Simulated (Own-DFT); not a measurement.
GaP (zincblende, strained, atoms displaced), GaN (wurtzite, strained, atoms displaced) (calculated)

Computed with Own-DFT development build. A calculation, not a measurement: plane-wave PBE density functional theory by an unreviewed code, no spin, of a simulated periodic cell, stress positive in tension, free energy of the whole cell less one offset for each atom, forces on such cells passed a denser k mesh, this cell's mesh not checked; offsets are fitted by least squares, one for each functional and potential file, so energies compare only between cells with the same atoms and settings and are not formation energies; the far tail of each file's local potential was reset to the Coulomb form; each entry is a single point on an unrelaxed cell, so the pressure reflects the starting lattice, mostly measured values (interpolated for alloys), from which strain is counted, and rises with the displacements; printed positions are rounded, which can move forces by about a meV/angstrom; the program, named Own-DFT, is a retired in-house code; no spin-orbit coupling.

Common to all runs: functional PBE.

(1) GaP (zincblende, strained, atoms displaced)

```
GaP
1.0
     10.8620     0.0000     0.0000
      0.0000    10.8620     0.0000
      0.0000     0.0000    10.9439
Ga P Ga P Ga P Ga P Ga P Ga P Ga P Ga P
4 4 4 4 4 4 4 4 4 4 4 4 4 4 4 4
Direct
  0.99753 0.99369 0.99799
  0.99802 0.23959 0.24091
  0.24566 0.00926 0.25185
  0.25330 0.24148 0.00754
  0.13197 0.12098 0.13028
  0.12296 0.36907 0.37986
  0.37886 0.12288 0.38758
  0.38136 0.36683 0.12560
  0.00435 0.00293 0.48728
  0.99483 0.25082 0.74027
  0.25383 0.00820 0.75697
  0.24963 0.23915 0.49686
  0.12221 0.12151 0.62654
  0.12906 0.37064 0.86599
  0.37651 0.12456 0.86467
  0.37647 0.37304 0.62914
  0.00610 0.48883 0.00070
  0.00988 0.75825 0.25310
  0.24836 0.50394 0.24534
  0.24335 0.74809 0.00701
  0.13505 0.62635 0.12821
  0.11274 0.89259 0.37281
  0.37814 0.62902 0.38478
  0.37437 0.88499 0.11977
  0.98414 0.50121 0.50502
  0.99947 0.75064 0.74687
  0.25140 0.49889 0.74628
  0.24785 0.76225 0.49570
  0.12073 0.61458 0.62718
  0.12700 0.87034 0.88013
  0.36981 0.63145 0.87483
  0.38774 0.85795 0.62623
  0.49155 0.00499 0.00352
  0.50081 0.23755 0.23798
  0.75227 0.01863 0.24492
  0.75629 0.24950 0.99955
  0.62883 0.12720 0.12009
  0.62711 0.38209 0.37316
  0.87036 0.12838 0.37668
  0.86902 0.38451 0.13549
  0.50434 0.01257 0.50517
  0.49577 0.26096 0.76209
  0.76659 0.99126 0.75384
  0.76771 0.25648 0.49703
  0.61764 0.11518 0.61583
  0.62789 0.36352 0.87293
  0.88067 0.12350 0.87055
  0.87041 0.37586 0.63179
  0.51804 0.50056 0.00757
  0.50079 0.75886 0.24536
  0.75234 0.51732 0.24839
  0.76336 0.75225 0.98895
  0.62532 0.62209 0.12549
  0.62624 0.85935 0.37912
  0.86676 0.63512 0.37968
  0.86930 0.87536 0.11022
  0.49484 0.48730 0.50663
  0.49585 0.73587 0.75600
  0.75287 0.48880 0.73694
  0.73180 0.75120 0.49835
  0.62364 0.62118 0.61206
  0.62956 0.88270 0.87349
  0.87892 0.62841 0.86604
  0.86198 0.88016 0.61484
```

```
potential files                   : PseudoDojo norm-conserving, scalar-relativistic, standard set
wave cutoff                       : 42 hartree
occupations                       : Fermi-Dirac
smearing width                    : 0.1 eV
hardware                          : one NVIDIA H100
k mesh                            : 3 x 3 x 3 centred on Gamma
free energy of cell above offsets : -28.279 eV
pressure                          : 4.65 GPa
stress xx                         : -4.85 GPa
stress yy                         : -4.68 GPa
stress zz                         : -4.43 GPa
stress yz                         : -0.35 GPa
stress xz                         : -0.45 GPa
stress xy                         : 0.15 GPa
wall time                         : 567.6 s
```

Force:
```
element  x (eV/Å)  y (eV/Å)  z (eV/Å)
     Ga     0.857     0.539    -0.178
     Ga     0.018     1.224     0.992
     Ga     1.592     -0.88         1
     Ga     0.087     0.644    -1.232
      P    -1.616     0.285    -1.604
      P    -0.465     0.471    -0.659
      P    -0.148     -0.06    -2.234
      P    -0.532     1.079    -0.321
     Ga    -2.251     1.275     2.588
     Ga     0.841    -0.262     0.868
     Ga    -0.653    -2.326    -1.316
     Ga    -0.384     1.208      0.91
      P     0.125    -0.138    -0.358
      P    -0.094    -0.544     0.993
      P     0.309     0.745     2.056
      P     -0.95    -0.699    -0.057
     Ga    -0.292     0.858    -0.332
     Ga    -1.464    -0.666    -0.763
     Ga     1.251    -1.057     1.736
     Ga     1.217     0.747    -0.762
      P    -1.975    -0.289     -0.05
      P     2.752    -2.108    -1.039
      P    -0.517    -0.281    -1.346
      P    -0.904    -0.933     1.186
     Ga      1.01      0.01    -0.769
     Ga     0.192     0.513    -0.776
     Ga     0.191     0.277     0.377
     Ga    -0.377    -0.809     0.464
      P     0.072      1.39    -0.835
      P     -0.14     0.642    -0.852
      P    -0.005    -1.731     1.378
      P    -1.231     2.313    -0.222
     Ga     1.364     0.137    -1.323
     Ga     0.134     0.995     2.022
     Ga    -0.283    -2.486     0.473
     Ga     0.347     0.245    -0.023
      P    -0.374      -0.3    -0.664
      P     0.154    -0.894    -0.394
      P     1.272    -0.259    -0.753
      P     0.896    -1.098    -1.135
     Ga    -1.357    -3.934    -1.435
     Ga      0.14    -1.432    -1.943
     Ga    -1.891     1.057    -0.315
     Ga    -2.799     0.025     0.252
      P     3.358     3.216     3.194
      P     0.988     1.796      0.72
      P      0.17     0.546     0.596
      P     1.501    -1.217    -1.581
     Ga    -1.786    -1.021    -1.472
     Ga    -0.461     -0.85       0.2
     Ga    -0.506    -0.765     1.109
     Ga     -1.96    -0.712     -0.27
      P     0.715     2.247    -0.243
      P    -1.347      3.95    -2.258
      P     1.268     0.098    -0.268
      P     0.838     0.555     2.595
     Ga     0.539     0.849     -1.04
     Ga     1.866     0.861    -0.508
     Ga    -2.009     2.379     1.973
     Ga      2.16    -0.728     1.235
      P     -0.47    -1.004     2.133
      P    -0.838    -0.977     0.317
      P    -0.138    -1.673     0.437
      P     1.993    -1.042    -0.477
```

(2) GaN (wurtzite, strained, atoms displaced)

```
GaN
1.0
     12.7560     0.0000     0.0000
     -4.7835     8.2853     0.0000
      0.0000     0.0000    10.4996
Ga N Ga N Ga N Ga N Ga N Ga N Ga N Ga N Ga N Ga N Ga N Ga N Ga N Ga N Ga N Ga N Ga N Ga N Ga N Ga N Ga N Ga N Ga N Ga N
2 2 2 2 2 2 2 2 2 2 2 2 2 2 2 2 2 2 2 2 2 2 2 2 2 2 2 2 2 2 2 2 2 2 2 2 2 2 2 2 2 2 2 2 2 2 2 2
Direct
  0.07588 0.21480 0.00841
  0.16699 0.11115 0.24580
  0.08046 0.22260 0.18801
  0.16968 0.11213 0.43686
  0.07677 0.22174 0.49814
  0.16629 0.11372 0.75222
  0.07985 0.21810 0.69273
  0.16637 0.10762 0.93911
  0.08234 0.54721 0.99795
  0.17050 0.44329 0.26252
  0.09310 0.56002 0.19319
  0.16567 0.44224 0.43982
  0.08030 0.55273 0.49890
  0.16979 0.44674 0.75119
  0.08431 0.55474 0.68863
  0.16838 0.44102 0.93645
  0.09066 0.89324 0.99907
  0.16763 0.77883 0.23655
  0.08430 0.89063 0.18513
  0.17048 0.78258 0.43944
  0.09006 0.89321 0.50864
  0.16950 0.78376 0.74856
  0.08644 0.89934 0.68462
  0.17024 0.78424 0.94782
  0.33249 0.22343 0.00250
  0.41594 0.11530 0.25226
  0.32802 0.21950 0.18878
  0.42167 0.10928 0.44369
  0.34177 0.22326 0.50282
  0.42082 0.12322 0.74845
  0.32595 0.22441 0.69301
  0.41608 0.10808 0.93245
  0.33494 0.55271 0.99662
  0.41357 0.44387 0.24492
  0.33817 0.55357 0.17942
  0.42258 0.43664 0.44102
  0.33101 0.55460 0.49683
  0.41936 0.45083 0.75166
  0.33257 0.56902 0.69701
  0.41484 0.44787 0.94007
  0.32841 0.88586 0.00166
  0.41844 0.76618 0.25319
  0.33360 0.88809 0.18459
  0.41027 0.77273 0.44305
  0.32975 0.87771 0.50292
  0.41795 0.77648 0.74861
  0.32487 0.87928 0.70105
  0.42494 0.77809 0.93794
  0.57503 0.21328 0.00565
  0.67102 0.10519 0.25067
  0.59080 0.23124 0.19008
  0.66094 0.10621 0.44172
  0.57822 0.21019 0.50113
  0.67066 0.12342 0.75096
  0.58512 0.22487 0.69142
  0.66474 0.10476 0.93439
  0.58529 0.56265 0.99697
  0.67097 0.44608 0.25610
  0.58211 0.54888 0.18148
  0.66391 0.44543 0.42666
  0.58715 0.55323 0.50137
  0.66923 0.45554 0.76044
  0.58205 0.54229 0.68363
  0.67229 0.45584 0.92389
  0.57661 0.88029 0.00790
  0.66151 0.78148 0.23849
  0.58106 0.88670 0.18362
  0.66887 0.77240 0.43986
  0.57930 0.88448 0.49472
  0.66263 0.77507 0.74571
  0.58864 0.89490 0.69332
  0.67415 0.78048 0.93995
  0.82280 0.22264 0.99551
  0.91894 0.11144 0.24642
  0.83104 0.21811 0.19113
  0.91676 0.11501 0.43444
  0.83083 0.22244 0.50217
  0.91856 0.11934 0.75464
  0.83926 0.22016 0.68769
  0.92084 0.11574 0.94005
  0.83311 0.55457 0.00539
  0.91973 0.45157 0.24365
  0.82548 0.55315 0.18672
  0.92615 0.46020 0.42831
  0.84005 0.56254 0.50900
  0.91142 0.44032 0.74500
  0.83592 0.54831 0.68858
  0.91654 0.44038 0.93261
  0.83272 0.88879 0.00798
  0.91147 0.77286 0.24416
  0.82894 0.87743 0.19336
  0.91050 0.77622 0.43352
  0.83876 0.88457 0.49091
  0.91872 0.77921 0.75324
  0.82739 0.88095 0.68460
  0.90847 0.77272 0.94547
```

```
potential files                   : PseudoDojo norm-conserving, scalar-relativistic, standard set with the stringent files for Ga
wave cutoff                       : 96 hartree
occupations                       : Gaussian
smearing width                    : 0.01 eV
k mesh                            : 3 x 4 x 3 centred on Gamma
free energy of cell above offsets : -4.315 eV
pressure                          : 4.93 GPa
stress xx                         : -7.09 GPa
stress yy                         : -4.57 GPa
stress zz                         : -3.15 GPa
stress yz                         : -0.04 GPa
stress xz                         : -0.38 GPa
stress xy                         : -0.6 GPa
```

Force:
```
element  x (eV/Å)  y (eV/Å)  z (eV/Å)
     Ga     1.312     1.084    -1.377
     Ga      -0.7    -0.609     1.313
      N     0.891     0.383     0.749
      N     -0.31     0.363      0.08
     Ga     1.611    -0.666     0.936
     Ga    -0.634     0.065     0.381
      N     0.281      0.98    -0.999
      N    -0.429     0.907     0.109
     Ga     0.218     0.605     0.209
     Ga    -0.236     0.095    -2.255
      N     -0.82    -1.334    -1.116
      N     0.158     0.231     0.674
     Ga     0.715      1.33     0.539
     Ga    -0.823    -0.645      0.08
      N    -0.609     0.147    -0.102
      N    -0.243    -0.144     0.587
     Ga    -1.859    -0.692     0.314
     Ga    -0.098     0.637     1.885
      N    -0.631    -0.398     0.157
      N    -0.478      -0.8    -0.653
     Ga    -0.695     -0.03    -2.445
     Ga     -1.73    -1.462     1.062
      N    -0.018    -1.329     1.775
      N    -0.524    -2.093    -1.709
     Ga     0.336    -0.146    -0.709
     Ga     0.857    -0.453     0.018
      N     0.988      0.43    -0.332
      N    -1.367    -1.268    -0.771
     Ga    -1.477    -0.696      0.24
     Ga    -0.422    -1.294     0.119
      N     1.693     0.634    -0.681
      N    -0.591     0.396     1.103
     Ga    -1.252     0.823    -0.262
     Ga       1.8    -0.382     0.932
      N    -1.343    -0.018     1.546
      N      -1.8     1.344    -0.886
     Ga     1.197     -1.08     1.446
     Ga    -0.621    -0.415    -0.164
      N     1.478    -2.516    -2.044
      N     1.515    -0.832    -0.679
     Ga     2.185     0.548    -0.522
     Ga    -1.621     1.016    -0.427
      N     1.021     0.438     0.955
      N     1.315    -0.089    -1.275
     Ga      -0.9      1.33       0.9
     Ga     0.169     2.354     1.217
      N     2.254     2.389    -1.948
      N     -2.21    -0.659    -0.083
     Ga     0.849     1.035    -0.838
     Ga    -1.573     0.839     0.457
      N    -0.436    -1.736    -0.174
      N       1.2     0.064    -0.857
     Ga     0.634     2.405     0.533
     Ga     0.365    -1.463    -0.118
      N    -0.185     0.573    -0.815
      N    -1.078     0.085     0.835
     Ga     0.514    -0.848      0.12
     Ga     -1.44    -0.077    -1.666
      N    -0.417     0.603     0.513
      N     1.401    -0.737     3.602
     Ga    -0.021     0.107    -0.678
     Ga     0.902    -1.115     -4.27
      N    -1.145     1.409     0.553
      N    -0.212    -1.207     5.544
     Ga     1.544     0.971     -2.44
     Ga     1.755    -2.088      1.89
      N    -0.602     0.567     1.584
      N    -1.382     0.773    -1.094
     Ga     1.371    -0.341     1.486
     Ga     0.855     0.128     0.501
      N    -1.089    -0.165    -1.255
      N    -1.656     0.148    -0.409
     Ga     1.811    -0.223     0.829
     Ga    -0.736    -0.578     0.647
      N     0.495     0.814    -0.953
      N    -0.515    -0.474     -0.06
     Ga     0.368     0.215    -0.809
     Ga      0.88    -2.088     0.067
      N    -1.848     0.575    -0.493
      N    -1.577    -0.856     0.282
     Ga    -0.213    -0.273    -1.266
     Ga     0.145    -0.437       0.3
      N     2.072     0.221    -0.305
      N    -1.359    -1.771     0.951
     Ga    -0.846    -0.608    -1.939
     Ga     2.083      0.14      0.81
      N    -1.511     1.364     0.025
      N    -0.465     0.555     0.789
     Ga     0.244     0.552    -0.886
     Ga     1.396     0.152      1.02
      N     -0.79     1.883    -0.645
      N     2.882    -0.526     -0.22
     Ga    -2.317      1.26      1.57
     Ga    -0.735       0.1      0.15
      N     0.953     0.772     0.117
      N     1.877     0.823    -0.871
```

(3) GaP (zincblende, strained, atoms displaced)

```
GaP
1.0
     10.8620     0.0000     0.0000
      0.0000    10.8620     0.0000
      0.0000     0.0000    10.9439
Ga P Ga P Ga P Ga P Ga P Ga P Ga P Ga P
4 4 4 4 4 4 4 4 4 4 4 4 4 4 4 4
Direct
  0.00076 0.00259 0.00049
  0.99919 0.24711 0.24836
  0.24730 0.00036 0.24773
  0.25374 0.25123 0.00043
  0.12244 0.12413 0.12327
  0.12382 0.37561 0.37959
  0.37482 0.13045 0.37763
  0.37256 0.37443 0.12513
  0.00242 0.00550 0.50271
  0.00011 0.25039 0.75014
  0.25500 0.99511 0.74801
  0.25007 0.24611 0.49444
  0.12997 0.13029 0.62467
  0.12160 0.37732 0.87584
  0.37693 0.12368 0.87585
  0.38080 0.37434 0.62496
  0.00338 0.50281 0.00403
  0.99976 0.75032 0.24463
  0.25600 0.49768 0.25005
  0.25334 0.75064 0.00196
  0.12019 0.62531 0.12624
  0.12271 0.87452 0.37607
  0.37617 0.62260 0.37950
  0.37322 0.87187 0.12444
  0.99959 0.50183 0.49632
  0.00250 0.75206 0.74838
  0.25017 0.50273 0.74895
  0.25247 0.74725 0.49766
  0.11989 0.62703 0.62967
  0.12117 0.87334 0.88018
  0.37222 0.62778 0.87483
  0.37745 0.87354 0.62643
  0.49270 0.00028 0.00011
  0.49332 0.24839 0.24646
  0.75021 0.00079 0.24973
  0.75196 0.25195 0.00059
  0.62378 0.12725 0.12480
  0.62778 0.37567 0.37379
  0.87377 0.12454 0.37451
  0.87829 0.37568 0.12527
  0.49683 0.00222 0.50095
  0.50676 0.25188 0.74797
  0.74702 0.99734 0.74941
  0.74584 0.25324 0.49731
  0.62292 0.12802 0.62357
  0.62251 0.37427 0.87628
  0.87490 0.13036 0.87529
  0.87486 0.37357 0.62238
  0.50288 0.49969 0.00227
  0.50213 0.74790 0.24917
  0.74876 0.49881 0.24828
  0.74915 0.74810 0.99806
  0.62511 0.62213 0.12851
  0.62598 0.87380 0.37761
  0.88212 0.61922 0.38012
  0.87410 0.87203 0.12362
  0.50159 0.49764 0.49672
  0.50330 0.74646 0.74833
  0.75183 0.49699 0.75246
  0.75342 0.75481 0.50214
  0.62387 0.62456 0.62509
  0.62372 0.88083 0.87424
  0.87402 0.62642 0.88388
  0.87639 0.87009 0.62601
```

```
potential files                   : PseudoDojo norm-conserving, scalar-relativistic, standard set
wave cutoff                       : 42 hartree
occupations                       : Fermi-Dirac
smearing width                    : 0.1 eV
k mesh                            : 3 x 3 x 3 centred on Gamma
free energy of cell above offsets : -34.883 eV
pressure                          : 3.18 GPa
stress xx                         : -3.34 GPa
stress yy                         : -3.37 GPa
stress zz                         : -2.83 GPa
stress yz                         : -0.39 GPa
stress xz                         : 0.02 GPa
stress xy                         : 0.75 GPa
```

Force:
```
element  x (eV/Å)  y (eV/Å)  z (eV/Å)
     Ga    -0.574    -0.205    -0.181
     Ga     0.103     0.322     0.404
     Ga     0.131    -0.044      0.44
     Ga    -0.701    -0.214     -0.42
      P     0.567     0.344       0.1
      P     0.306    -0.219    -0.838
      P     0.038    -1.131    -0.842
      P     0.427     0.205    -0.254
     Ga    -0.181    -0.346     0.015
     Ga     0.049     0.206    -0.159
     Ga    -0.718     0.337     0.506
     Ga    -0.015     1.065     0.808
      P     -0.17    -0.664     0.465
      P     0.599    -0.092    -0.039
      P    -0.245     0.494    -0.562
      P    -0.773    -0.005    -0.131
     Ga    -0.421    -0.318    -0.346
     Ga    -0.226    -0.028     0.914
     Ga    -0.986     0.368     0.344
     Ga    -0.829    -0.337    -0.134
      P     1.444    -0.042     0.167
      P     0.221     0.055    -0.141
      P     0.135     0.116    -0.761
      P     0.346     0.355     0.557
     Ga     0.521    -0.599     1.226
     Ga    -0.542    -0.192     0.962
     Ga    -0.033    -0.406    -0.012
     Ga     -0.56     0.317     0.526
      P     0.754    -0.385    -0.848
      P     0.661     0.312    -0.547
      P     0.595    -0.343     0.181
      P    -0.025    -0.305    -0.446
     Ga     0.723     -0.05     0.277
     Ga     0.806     0.292     0.373
     Ga    -0.146    -0.229    -0.073
     Ga    -0.211     0.119     0.109
      P    -0.067     -0.35    -0.092
      P    -0.762    -0.149    -0.554
      P     0.001     0.124     0.218
      P    -0.268    -0.005     0.024
     Ga     0.239    -0.166    -0.064
     Ga    -0.713    -0.203      0.38
     Ga     0.553     0.566    -0.207
     Ga     0.483    -0.397     0.204
      P     0.498    -0.506    -0.119
      P     0.494     0.139     0.149
      P    -0.118    -0.807    -0.215
      P     0.058     0.149     0.149
     Ga    -0.553     0.144    -0.282
     Ga    -0.249      0.14     0.435
     Ga     0.757     0.012     0.458
     Ga    -0.536     0.505     0.299
      P     0.083     0.391     -0.46
      P     -0.21     0.339    -0.287
      P    -1.372       1.3    -1.267
      P    -0.218      0.53    -0.036
     Ga     0.247     0.031     0.454
     Ga    -0.121     0.369     0.408
     Ga     0.006     0.378    -0.029
     Ga    -0.198     -1.02    -0.281
      P      0.62     -0.24    -0.213
      P    -0.275    -0.825     0.382
      P       0.4    -0.387     -1.22
      P     0.147     1.189     0.127
```
